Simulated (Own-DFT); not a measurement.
# Same atoms, different arrangement: Ge32Si32, 64 atoms

Calculated results; nothing here was measured. They come from Own-DFT, an in-house plane-wave density functional program, since retired, whose code no person has reviewed. Each row is one single-point run on a periodic cell that was not relaxed, without spin or spin-orbit coupling.

Settings of every run: PBE; PseudoDojo norm-conserving scalar-relativistic files; cutoff 42 hartree; 3 x 3 x 3 k mesh centred on Gamma; Fermi-Dirac smearing of 0.1 eV.

Known limits, some of them of some rows only: not probed for a lower state with spin; forces on such cells passed a denser k mesh, each cell not checked; stress not checked against mesh or cutoff.

All cells hold the same atoms in the same cell, with vectors in Å (11.089, 0.000, 0.000); (0.000, 11.089, 0.000); (0.000, 0.000, 11.089). Every atom was moved at random from its ideal site; u is the rms move along one axis. The random placing of the alloy's atoms differs from row to row. E is the free energy of the cell above the lowest run. The arrangements:

- A: diamond-structure SiGe in clusters
- B: diamond-structure SiGe in ordered layers
- C: diamond-structure SiGe with randomly placed atoms

| arrangement | u (Å) | E (eV) | P (GPa) |
|---|---|---|---|
| A | 0.0274 | 0.420 | 2.93 |
| A | 0.0319 | 0.831 | 3.02 |
| A | 0.0323 | 0.906 | 3.05 |
| A | 0.0562 | 3.460 | 3.55 |
| A | 0.0592 | 3.848 | 3.59 |
| A | 0.0623 | 3.651 | 3.44 |
| B | 0.0294 | 0.419 | 2.91 |
| B | 0.0296 | 0.789 | 2.96 |
| B | 0.0303 | 0.604 | 2.94 |
| B | 0.0542 | 2.630 | 3.32 |
| B | 0.0622 | 4.075 | 3.61 |
| B | 0.0623 | 4.853 | 3.80 |
| C | 0.0290 | 0.000 | 2.73 |
| C | 0.0301 | 0.118 | 2.74 |
| C | 0.0307 | 0.553 | 2.85 |
| C | 0.0572 | 3.686 | 3.43 |
| C | 0.0596 | 3.528 | 3.38 |
| C | 0.0610 | 3.212 | 3.30 |

Question: once the cost of the random moves is taken out, how do the arrangements rank?

## Worked answer

Fit E = a + b u², with one b for all and one a for each arrangement, and with residuals divided by u², since the noise grows with the moves. Then b = 1214 eV/Å², the scatter at u = 0.04 Å is 0.25 eV, and against A:

- B: -0.03 ± 0.11 eV (not told apart from A)
- C: -0.43 ± 0.11 eV (lower)

These are energies of unrelaxed cells. Relaxing the atoms lowers the strained arrangements most, so the gaps would shrink and small ones could change sign.
